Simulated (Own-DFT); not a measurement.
# One host, several defects: zincblende GaAs

No measurement is shown. These are fixed-geometry runs of a retired plane-wave code named Own-DFT, which no person has reviewed; spin and spin-orbit coupling are neglected.

All runs used: PBE; PseudoDojo norm-conserving scalar-relativistic files; cutoff 42 hartree; 3 x 3 x 3 k mesh centred on Gamma; Fermi-Dirac smearing of 0.1 eV.

Keep in mind (not all hold for every row): not probed for a lower state with spin; forces not confirmed at this smearing and k mesh; stress not checked against mesh or cutoff.

All runs share one cell, with vectors in Å (10.862, 0.000, 0.000); (0.000, 10.862, 0.000); (0.000, 0.000, 11.796) and a volume of 1391.7 Å³, strained against the parent crystal. Atoms were moved at random from their sites; u is the rms move along one axis. The defect's site can differ from row to row.

```
cell,formula,u (Å),P (GPa)
no defect,As32Ga32,0.0313,6.74
no defect,As32Ga32,0.0321,6.74
no defect,As32Ga32,0.0489,7.01
one As vacancy and one Ga vacancy,As31Ga31,0.0297,6.00
one As vacancy and one Ga vacancy,As31Ga31,0.0510,6.50
one As vacancy and one Ga vacancy,As31Ga31,0.0510,6.37
one P on an As site,As31Ga32P,0.0303,6.41
one P on an As site,As31Ga32P,0.0497,6.66
one P on an As site,As31Ga32P,0.0528,6.76
one Al on a Ga site,AlAs32Ga31,0.0304,6.66
one Al on a Ga site,AlAs32Ga31,0.0324,6.66
one Al on a Ga site,AlAs32Ga31,0.0498,7.08
one Al on a Ga site,AlAs32Ga31,0.0506,?
one In on a Ga site,As32Ga31In,0.0281,7.39
one In on a Ga site,As32Ga31In,0.0309,7.46
one In on a Ga site,As32Ga31In,0.0313,7.50
```

## Fit

P = P0 + c u² + a shift for each defect gives P0 = 6.50 GPa, c = 227 ± 20 GPa/Å² and a scatter of 0.05 GPa. The shifts, and each times the cell's volume:

- one In on a Ga site: 0.75 ± 0.04 GPa, 6.5 eV
- one Al on a Ga site: -0.03 ± 0.04 GPa, -0.3 eV (not resolved)
- one P on an As site: -0.35 ± 0.04 GPa, -3.1 eV
- one As vacancy and one Ga vacancy: -0.66 ± 0.04 GPa, -5.8 eV

A positive shift means that the defect pushes the cell outwards. Shift times volume (160.2 GPa Å³ is 1 eV) depends little on the cell's size, so, taken for each site, it can be compared between cells at like pressure. The atoms around the defects weren't relaxed, which would change these numbers.

## Prediction

The question: what pressure belongs in the blank (one Al on a Ga site, u = 0.0506 Å)?

From the fit: 7.04 ± 0.07 GPa. The hidden result is 7.09 GPa.
